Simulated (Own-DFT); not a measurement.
Hf36O71 (tetragonal hafnia with one neutral oxygen vacancy, atoms displaced) (calculated)

A calculation, not a measurement: plane-wave PBE and HSE06 DFT by an unreviewed code, no spin, of a simulated cell at Gamma alone, so results move with cell size and shape, stress positive in tension, energies less offsets, not probed for a lower state with spin; hafnium file: forces about 75 meV/angstrom off all-electron values; oxygen file: force components 24 meV/angstrom off all-electron in a glass; k mesh not checked against a denser one; forces and stress are PBE's, HSE06 gives the energy alone, and its difference from PBE has offsets of its own; offsets are fitted by least squares, one for each functional and potential file, so energies compare only between cells with the same atoms and settings and are not formation energies; the far tail of each file's local potential was reset to the Coulomb form; each entry is a single point on an unrelaxed cell, so the pressure reflects the starting lattice, taken from the Materials Project, from which strain is counted, and rises with the displacements; printed positions are rounded, which can move forces by about a meV/angstrom; the program is a retired in-house code; no spin-orbit coupling. Program: Own-DFT development build.

Settings shared by all entries: first functional PBE; second functional HSE06; exact exchange share 0.25; screening 0.11 1/bohr; exchange divergence Gygi-Baldereschi; potential files PseudoDojo norm-conserving, scalar-relativistic, made for PBE, standard set; wave cutoff 48 hartree; occupations fixed; k mesh 1 x 1 x 1 centred on Gamma.

(1) 
```xyz
107
Lattice="10.7800 0.0000 0.0000 0.0000 10.7800 0.0000 0.0000 0.0000 10.4493" Properties=species:S:1:pos:R:3:force_x:R:1:force_y:R:1:force_z:R:1 formula=Hf36O71 PBE_energy_of_cell_above_offsets=-100.833 HSE06_less_PBE_above_offsets=-0.143 PBE_pressure=1.1 PBE_stress_xx=-0.49 PBE_stress_yy=-0.9 PBE_stress_zz=-1.9 PBE_stress_yz=-0.59 PBE_stress_xz=-0.2 PBE_stress_xy=-0.02
Hf     0.0420    10.7794    10.4193     -1.652     -0.134      0.209
Hf     1.8095     1.7654     2.5792      0.178      0.106      0.615
O     10.7776     1.7817     1.6275      0.259      0.158     -0.512
O      1.8398     0.0222     3.6087     -0.271     -0.781      0.124
O      0.0445     1.8260     4.2354     -0.121     -0.658      0.203
O      1.7904    10.7614     0.9756       0.03      0.093      0.363
Hf    10.7534    10.7316     5.2488     -0.059      1.311      0.218
Hf     1.8287     1.7710     7.8188     -0.598      0.085     -0.196
O      0.0147     1.7987     6.8448      0.007      0.255      0.222
O      1.7927    10.7558     8.8498      0.037      0.686      0.472
O     10.7716     1.8143     9.4415      0.306     -0.151       0.26
O      1.8317     0.0020     6.2956     -0.531     -0.171     -0.538
Hf     0.0612     3.5745     0.0332     -1.928      0.809     -0.842
Hf     1.8031     5.3899     2.6108     -1.119     -0.052      0.806
O      0.0094     5.3746     1.5696      0.673     -0.172      0.489
O      1.8257     3.5197     3.6305      0.039      1.442     -0.306
O      0.0704     5.3689     4.2082     -0.249      -0.05     -0.189
O      1.7883     3.5553     0.9970      0.761      0.351      0.625
Hf     0.0698     3.5852     5.2508     -1.043     -0.952     -0.573
Hf     1.7920     5.3578     7.8033     -0.194      0.783      0.712
O      0.0204     5.3717     6.7989     -0.023       0.27     -0.329
O      1.7954     3.6034     8.8299      0.243     -0.153      0.434
O     10.7489     5.3927     9.4277       0.43     -0.436      0.157
O      1.8035     3.6047     6.2564      0.434      0.261      0.362
Hf    10.7620     7.2260     0.0285     -0.926     -0.769      -0.79
Hf     1.7699     9.0054     2.6285      0.097     -0.069     -0.047
O      0.0076     8.9632     1.5493     -0.185      0.039      0.686
O      1.7827     7.1956     3.6303      0.034     -0.172     -0.076
O     10.7446     9.0127     4.2243       0.53     -1.206      -0.41
O      1.7779     7.1679     1.0036      0.708      -0.02      0.318
Hf     0.0097     7.1297     5.2335     -0.589      0.868     -0.119
Hf     1.7576     9.0057     7.8496       0.14     -0.592     -0.926
O     10.7399     9.0134     6.7862      0.687     -0.206      0.293
O      1.7613     7.2038     8.8556      0.589     -0.361     -0.166
O     10.7686     8.9664     9.4270      0.414      0.681     -0.182
O      1.7836     7.1784     6.2370     -0.257      0.031      0.076
Hf     3.5500    10.7563    10.4113       0.78      0.772      0.982
Hf     5.3808     1.8408     2.5957      0.037     -0.546     -0.453
O      3.6031     1.7535     1.5562     -0.492      0.417      0.136
O      5.3970     0.0571     3.6074      0.356     -0.943      0.355
O      3.5718     1.7917     4.1774      0.037      -0.05      0.275
O      5.3552     0.0159     1.0163      0.224     -0.498     -0.765
Hf     3.6016     0.0081     5.2114     -0.427      0.029     -0.044
Hf     5.3861     1.7881     7.9014     -0.287      0.775     -0.897
O      3.5791     1.7744     6.7774      0.499      0.177      0.664
O      5.3693    10.7185     8.8249      0.327      1.513      0.618
O      3.6193     1.8222     9.4401      0.332      0.235     -0.338
O      5.3599     0.0005     6.2175      0.809      0.007      0.275
Hf     3.5683     3.6782     0.0301      1.109     -1.598     -0.255
Hf     5.3148     5.4184     2.5994      2.007     -0.727        0.9
O      3.5775     5.4349     1.6409     -0.466       -0.4     -1.193
O      5.3561     3.5240     3.6175     -0.076      2.002        0.3
O      3.6420     5.3617     4.2371     -0.445      0.517     -0.068
O      5.4318     3.5750     1.0596     -1.508      0.534     -1.261
Hf     3.5639     3.5688     5.2178      0.788     -0.545      -0.59
Hf     5.3837     5.3821     7.8769      0.733     -0.133     -0.628
O      3.6113     5.4593     6.8695     -0.345     -0.316      0.011
O      3.6030     5.4263     9.4552       0.21     -0.549     -0.038
O      5.3385     3.5755     6.2328      0.708     -0.001      0.749
Hf     3.5439     7.1933    10.4245      0.431        0.9      0.188
Hf     5.3933     9.0007     2.6088     -0.374      0.237      0.217
O      3.5777     9.0465     1.6412     -0.085     -0.503     -0.593
O      5.3792     7.1792     3.5876     -0.052      0.376      0.259
O      3.6108     8.9821     4.2233     -0.082      -0.04      -0.11
O      5.4195     7.1735     0.9724     -1.852     -0.012      0.539
Hf     3.5744     7.2088     5.2656      0.724      0.071     -0.161
Hf     5.3976     8.9890     7.8789     -0.041     -1.369      -1.34
O      3.6112     8.9793     6.7938      -0.52     -0.214      0.647
O      5.3995     7.1740     8.8914     -0.157      0.042      -0.35
O      3.6054     9.0163     9.3919     -0.175     -1.045        0.3
O      5.3704     7.1928     6.2690      0.659      0.083     -0.357
Hf     7.1283     0.0085    10.4339      0.842     -0.448      0.988
Hf     8.9676     1.8228     2.5695     -0.348     -1.067     -0.098
O      7.1403     1.7903     1.5131      0.692     -0.302       0.58
O      9.0411    10.7608     3.6651     -0.593      0.619     -0.164
O      7.1619     1.8794     4.2092      0.273     -1.557      0.171
O      8.9929     0.0130     1.0334     -0.442     -0.219     -0.666
Hf     7.1416     0.0121     5.2110      0.674      0.524      0.063
Hf     8.9484     1.8289     7.8715      1.342     -0.455     -0.446
O      7.2179     1.7687     6.8768     -1.287      0.121     -0.431
O      9.0314     0.0039     8.8378     -0.444      0.407       0.49
O      7.1594     1.8054     9.4362     -0.541     -0.306     -0.619
O      8.9962     0.0124     6.2855     -0.685      0.005     -0.647
Hf     7.1682     3.5936    10.4132      0.651      0.409      1.044
Hf     8.9956     5.3782     2.5827     -1.053     -0.139      -0.23
O      7.1572     5.3771     1.6324     -0.027      0.146       -0.1
O      8.9649     3.5307     3.5329      0.219        1.5      1.139
O      7.2451     5.4239     4.2203      -0.15     -0.633      0.158
O      8.9576     3.6177     1.0446      0.615     -0.295     -0.905
Hf     7.1998     3.6105     5.2503     -0.354      0.721     -0.358
Hf     9.0095     5.3794     7.7887     -0.364      0.736      1.038
O      7.1996     5.3726     6.7915      -0.84     -0.133      0.729
O      8.9614     3.6063     8.8212     -0.139     -0.123      0.354
O      7.2145     5.3864     9.4495     -0.803     -0.248     -0.437
O      8.9929     3.6111     6.2259      0.331     -0.087     -0.199
Hf     7.1392     7.1739    10.4380      1.535     -0.064      0.033
Hf     8.9623     8.9771     2.6464      0.225      0.466     -0.859
O      7.1411     8.9675     1.5852      0.693      0.243      0.018
O      8.9859     7.2001     3.5874      0.376     -0.353      0.806
O      7.1867     8.9708     4.2260     -0.111      0.646     -0.423
O      8.9795     7.1355     1.0494     -0.303      0.243     -0.314
Hf     7.1967     7.2082     5.2345     -0.528     -0.803      0.169
Hf     8.9374     9.0406     7.8122      0.859     -0.957      0.738
O      7.2301     8.9935     6.8124     -1.472       0.26     -0.381
O      9.0026     7.1824     8.8653     -0.074       0.13     -0.501
O      7.1864     8.9446     9.3785     -0.116        0.9       0.43
O      8.9388     7.1740     6.2705      1.111     -0.205     -0.586
```

Units: PBE_energy_of_cell_above_offsets, HSE06_less_PBE_above_offsets in eV; PBE_pressure, PBE_stress_xx, PBE_stress_yy, PBE_stress_zz, PBE_stress_yz, PBE_stress_xz, PBE_stress_xy in GPa; force_x, force_y, force_z in eV/Å.

(2) 
```xyz
107
Lattice="10.7800 0.0000 0.0000 0.0000 10.7800 0.0000 0.0000 0.0000 10.4493" Properties=species:S:1:pos:R:3:force_x:R:1:force_y:R:1:force_z:R:1 formula=Hf36O71 PBE_energy_of_cell_above_offsets=-97.459 HSE06_less_PBE_above_offsets=0.043 PBE_pressure=1.77 PBE_stress_xx=-2.52 PBE_stress_yy=-0.94 PBE_stress_zz=-1.85 PBE_stress_yz=0.35 PBE_stress_xz=-0.11 PBE_stress_xy=0.1
Hf     0.0342    10.7161     0.0725      0.427      0.807     -1.847
Hf     1.8228     1.7474     2.5881     -2.012      1.421      0.136
O      0.0725     1.7028     1.5675     -0.551      0.891      0.534
O      1.8048     0.0014     3.5584      0.639      0.526      0.977
O     10.7410     1.7944     4.2480      0.633     -0.269     -0.188
O      1.7908     0.0077     0.9413      1.778      0.061      1.023
Hf    10.7729     0.0033     5.2898     -0.024      -1.04     -1.174
Hf     1.7336     1.7891     7.8559      0.102      0.138     -0.438
O      0.0323     1.9145     6.8059     -0.978     -0.852     -0.039
O      1.7889    10.7772     8.7966      0.439      0.376      0.491
O     10.7565     1.8133     9.3782      0.342     -0.748      0.287
O      1.7795    10.7418     6.2666          1      0.247     -1.028
Hf    10.7708     3.5775    10.3836     -1.112       -1.1      1.299
Hf     1.8158     5.3627     2.5148     -0.344      0.331      2.376
O      0.0389     5.3643     1.6260     -1.004     -0.219     -0.662
O      1.7736     3.5723     3.7221      0.524     -0.345     -1.529
O     10.7465     5.3474     4.1990     -0.311      0.612      0.061
O      1.8625     3.5773     0.9735     -1.036      0.384      0.593
Hf     0.0241     3.6110     5.1642      0.097     -0.897       0.56
Hf     1.8106     5.3577     7.7968      0.679      0.202     -0.121
O     10.7553     5.4443     6.8134      0.863     -0.492     -0.195
O      1.7972     3.5934     8.8172      0.567     -0.145      0.594
O     10.7783     5.2523     9.4189      0.283      2.593     -0.403
O      1.8950     3.5927     6.2660     -0.926      0.456     -0.377
Hf     0.0780     7.1452    10.4271     -1.134      0.309     -0.134
Hf     1.8190     9.0231     2.6005     -1.859     -2.179      0.878
O      0.0482     9.0072     1.6115      -0.63      0.125     -0.058
O      1.8052     7.0974     3.7082      0.274      1.273     -1.072
O     10.7611     8.9554     4.1734      0.103      0.558      0.652
O      1.7638     7.2554     1.0842      1.563     -0.594     -0.099
Hf    10.7474     7.1166     5.3020      0.731      1.282     -1.528
Hf     1.8707     8.9505     7.9034     -1.547       -0.1     -0.647
O      0.0497     8.9019     6.7765     -0.566      0.485      1.117
O      1.7492     7.1193     8.9557      0.318      0.216     -0.467
O      0.0731     9.0409     9.4128     -0.083     -1.667      0.135
O      1.7369     7.1842     6.2887      1.627     -0.373      0.271
Hf     3.5945     0.1098    10.4009     -0.369     -1.972      0.225
Hf     5.3551     1.7357     2.5418      1.436      1.673      0.403
O      3.5600     1.8408     1.5647      1.108     -0.777     -0.102
O      5.3926     0.0295     3.5760     -0.222     -0.899      0.056
O      3.6396     1.8379     4.2192     -0.109     -2.235     -1.437
O      5.4308    10.7293     0.9559     -0.314      0.331      0.917
Hf     3.6254     0.0243     5.1084     -0.614     -0.568      2.146
Hf     5.3051     1.7562     7.8305      1.925      1.043      0.104
O      3.5513     1.7824     6.8658      0.383      0.025     -0.911
O      5.3068    10.7512     8.8932      0.491      0.188     -0.346
O      3.6027     1.7731     9.4197      0.102      1.624     -0.319
O      5.3981     0.0628     6.2737     -0.423      -0.38     -0.788
Hf     3.5691     3.6192    10.4284      1.131      0.635     -1.229
Hf     5.3900     5.4541     2.6255     -0.368     -1.418      0.585
O      3.6435     5.4099     1.5633     -0.307      0.253     -0.422
O      5.4260     3.5100     3.6295     -0.331          1     -0.708
O      3.5369     5.4240     4.1608        1.3     -1.094      0.367
O      5.3988     3.6203     0.9729     -1.566     -0.597      1.525
Hf     3.6238     3.5022     5.1582     -0.234      3.359      1.777
Hf     5.4186     5.3902     7.8106       -0.2     -0.184      0.455
O      3.6200     5.4142     6.8507       -0.3      0.395     -0.704
O      5.3390     3.6830     8.9449      0.166     -1.765      -1.06
O      3.6625     5.4132     9.3603     -0.781      0.677      1.376
O      5.4684     3.6249     6.2986     -1.622     -0.248     -0.392
Hf     3.5975     7.1922     0.0497      -1.48     -0.225     -1.787
Hf     5.3751     9.0141     2.5345     -0.608      0.036      0.807
O      3.5687     9.0709     1.6142      1.384     -0.622     -0.428
O      5.4224     7.1966     3.7780     -0.083      0.498     -2.476
O      3.6577     9.0335     4.1336          0     -0.524      0.532
O      5.3707     7.1594     0.9343      0.345      0.551      1.632
Hf     3.6008     7.2023     5.2471      -1.39     -0.705      0.005
Hf     5.3677     8.9894     7.8216       0.81      0.177     -0.658
O      3.6059     8.9073     6.8124      0.101       0.17     -0.366
O      5.4013     7.2530     8.7582     -0.048     -0.398      1.243
O      3.5364     9.0484     9.4623          0     -1.265      0.034
O      5.3950     7.1474     6.2382      0.257      0.212     -0.228
Hf     7.2093    10.6758    10.4145      1.145      1.847     -0.843
Hf     8.9293     1.7318     2.5602      1.927      1.133      1.114
O      7.2355     1.7965     1.5883     -1.684     -0.122     -0.814
O      9.0297     0.0751     3.6964     -0.619     -1.991     -0.667
O      7.2493     1.7606     4.2203     -0.456      0.123     -0.123
O      9.1288    10.7366     0.9952     -3.987     -0.054      1.221
Hf     7.2398    10.7461     5.2418      0.004      1.675      0.412
Hf     8.9966     1.7289     7.8378     -0.675      1.601       0.46
O      7.2158     1.8375     6.7966     -0.283     -0.789      0.508
O      9.0303    10.7398     8.8768     -0.562      0.312     -0.148
O      7.1665     1.8064     9.3467      -0.17     -0.945      1.186
O      8.9744    10.6565     6.2622      0.697      0.803       0.65
Hf     7.0808     3.5918     0.0244      2.373      0.003     -1.772
Hf     8.8712     5.3569     2.6244      2.257     -0.369     -0.728
O      7.1466     5.3726     1.5385     -0.147      0.328      0.712
O      8.9790     3.5627     3.5702     -0.282      0.295     -0.709
O      7.1321     5.3655     4.1742      0.231      0.764     -0.937
Hf     7.1719     3.6652     5.2161      0.663     -2.614      0.685
Hf     9.0517     5.3983     7.8190     -1.466     -0.708      0.696
O      7.2057     5.3878     6.8267      0.518      0.192     -0.442
O      9.0054     3.6224     8.9432     -0.264     -0.571     -0.957
O      7.1416     5.4111     9.4584     -0.029      0.293     -0.069
O      8.9570     3.5920     6.1728      0.745      0.491      0.357
Hf     7.1606     7.2089    10.4163      1.816     -1.006     -0.776
Hf     8.8978     8.9672     2.6368       2.93      0.206      0.203
O      7.1865     8.9331     1.4830     -0.487      0.375      0.675
O      8.9910     7.1874     3.5826     -0.921     -0.306      0.087
O      7.2424     8.9987     4.2265     -0.297     -0.149     -1.315
O      9.0594     7.2129     0.9698     -1.313      0.033      0.192
Hf     7.1269     7.1563     5.1421      0.942      0.563       2.12
Hf     8.9985     8.9643     7.8602      0.897     -0.375      -0.98
O      7.2277     8.9366     6.8252     -1.237      0.309      -0.14
O      9.0419     7.1792     8.8781      0.045     -0.204     -0.354
O      7.2108     8.9823     9.3442     -0.103     -0.072      0.573
O      8.9636     7.1938     6.2115     -0.654     -0.316      0.119
```

Units: PBE_energy_of_cell_above_offsets, HSE06_less_PBE_above_offsets in eV; PBE_pressure, PBE_stress_xx, PBE_stress_yy, PBE_stress_zz, PBE_stress_yz, PBE_stress_xz, PBE_stress_xy in GPa; force_x, force_y, force_z in eV/Å.
